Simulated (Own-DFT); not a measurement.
# Point defects and the pressure they add: 4H SiC

Everything here is calculated. The program is Own-DFT (plane waves, in-house, since retired, never reviewed by a person); positions were held fixed, and spin and spin-orbit coupling were off.

All runs used: PBE; PseudoDojo norm-conserving scalar-relativistic files; cutoff 42 hartree; 4 x 4 x 3 k mesh centred on Gamma; Fermi-Dirac smearing of 0.1 eV.

Limits (not all hold for every row): some atoms lie very close together; not probed for a lower state with spin; forces on such cells passed a denser k mesh, each cell not checked; stress not checked against mesh or cutoff.

All runs share one cell, with vectors in Å (9.248, 0.000, 0.000); (-4.624, 8.009, 0.000); (0.000, 0.000, 10.068) and a volume of 745.7 Å³. u is the rms random offset of the atoms per axis. The defect's site can differ from row to row.

| cell | formula | u (Å) | P (GPa) |
|---|---|---|---|
| no defect | C36Si36 | 0.0299 | 3.87 |
| no defect | C36Si36 | 0.0582 | 6.30 |
| no defect | C36Si36 | 0.0600 | 5.52 |
| two N on a C site each | C34N2Si36 | 0.0315 | 2.56 |
| two N on a C site each | C34N2Si36 | 0.0335 | 3.08 |
| two N on a C site each | C34N2Si36 | 0.0502 | 4.10 |
| two N on a C site each | C34N2Si36 | 0.0504 | ? |
| one C on a Si site | C37Si35 | 0.0473 | 2.75 |
| one C on a Si site | C37Si35 | 0.0474 | 3.04 |
| one C on a Si site | C37Si35 | 0.0534 | 3.42 |
| two Al on a Si site each | Al2C36Si34 | 0.0297 | 5.66 |
| two Al on a Si site each | Al2C36Si34 | 0.0467 | 7.49 |
| two Al on a Si site each | Al2C36Si34 | 0.0533 | 7.23 |
| one Si on a C site | C35Si37 | 0.0471 | 11.50 |
| one Si on a C site | C35Si37 | 0.0474 | 11.63 |
| one Si on a C site | C35Si37 | 0.0523 | 11.44 |

## Analysis

P = P0 + c u² + a shift for each defect gives P0 = 3.14 GPa, c = 797 ± 127 GPa/Å² and a scatter of 0.37 GPa. The shifts, and each times the cell's volume:

- one Si on a C site: 6.47 ± 0.30 GPa, 30.1 eV
- two Al on a Si site each: 2.08 ± 0.31 GPa, 9.7 eV (4.9 eV for each of its 2 sites)
- two N on a C site each: -1.12 ± 0.33 GPa, -5.2 eV (-2.6 eV for each of its 2 sites)
- one C on a Si site: -2.01 ± 0.30 GPa, -9.4 eV

Against the defect-free cell, a freed cell would be larger where the shift is positive and smaller where it is negative (160.2 GPa Å³ is 1 eV). The atoms around the defects weren't relaxed, which would change these numbers.

## Test on the hidden row

Q: what pressure belongs in the blank (two N on a C site each, u = 0.0504 Å)?

The fit gives 4.04 ± 0.44 GPa. The calculation gave 4.28 GPa.
